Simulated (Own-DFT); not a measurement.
# Which defects push the lattice out? zincblende GaAs

Everything here is calculated. The program is Own-DFT (plane waves, in-house, since retired, never reviewed by a person); positions were held fixed, and spin and spin-orbit coupling were off.

Settings: PBE; PseudoDojo norm-conserving scalar-relativistic files; cutoff 42 hartree; 3 x 3 x 3 k mesh centred on Gamma; Fermi-Dirac smearing of 0.1 eV.

Keep in mind (not all hold for every row): not probed for a lower state with spin; forces on such cells failed a check on a denser k mesh; forces not confirmed at this smearing and k mesh; forces on such cells passed a denser k mesh, each cell not checked; stress not checked against mesh or cutoff.

All runs share one cell, with vectors in Å (11.307, 0.000, 0.000); (0.000, 11.307, 0.000); (0.000, 0.000, 11.307) and a volume of 1445.4 Å³. The atoms are randomly displaced, by u rms on each axis. The defect's site can differ from row to row.

```
cell,formula,u (Å),P (GPa)
no defect,As32Ga32,0.0204,3.52
no defect,As32Ga32,0.0459,3.97
no defect,As32Ga32,0.0496,3.89
one Al on a Ga site,AlAs32Ga31,0.0468,3.83
one Al on a Ga site,AlAs32Ga31,0.0481,?
one Al on a Ga site,AlAs32Ga31,0.0502,3.95
one Al on a Ga site,AlAs32Ga31,0.0507,3.92
two As on a Ga site each,As34Ga30,0.0287,4.76
two As on a Ga site each,As34Ga30,0.0290,4.77
two As on a Ga site each,As34Ga30,0.0306,4.80
one As on a Ga site and one Ga on an As site,As32Ga32,0.0299,3.91
one As on a Ga site and one Ga on an As site,As32Ga32,0.0304,3.90
one As on a Ga site and one Ga on an As site,As32Ga32,0.0463,4.06
one P on an As site,As31Ga32P,0.0291,3.35
one P on an As site,As31Ga32P,0.0307,3.34
one P on an As site,As31Ga32P,0.0314,3.37
```

## Worked fit

P = P0 + c u² + a shift for each defect gives P0 = 3.49 GPa, c = 186 ± 24 GPa/Å² and a scatter of 0.05 GPa. The shifts, and each times the cell's volume:

- two As on a Ga site each: 1.13 ± 0.04 GPa, 10.2 eV (5.1 eV for each of its 2 sites)
- one As on a Ga site and one Ga on an As site: 0.22 ± 0.04 GPa, 2.0 eV
- one Al on a Ga site: -0.04 ± 0.04 GPa, -0.3 eV (not resolved)
- one P on an As site: -0.30 ± 0.04 GPa, -2.7 eV

Positive is outwards. The product with the volume (160.2 GPa Å³ to the eV) is nearly free of the cell's size; divided by the bulk modulus at the cell's pressure it gives the volume that the defect adds. The atoms around the defects weren't relaxed, which would change these numbers.

## The run left out

Q: what pressure belongs in the blank (one Al on a Ga site, u = 0.0481 Å)?

Estimate: 3.88 ± 0.05 GPa. Computed: 3.81 GPa.
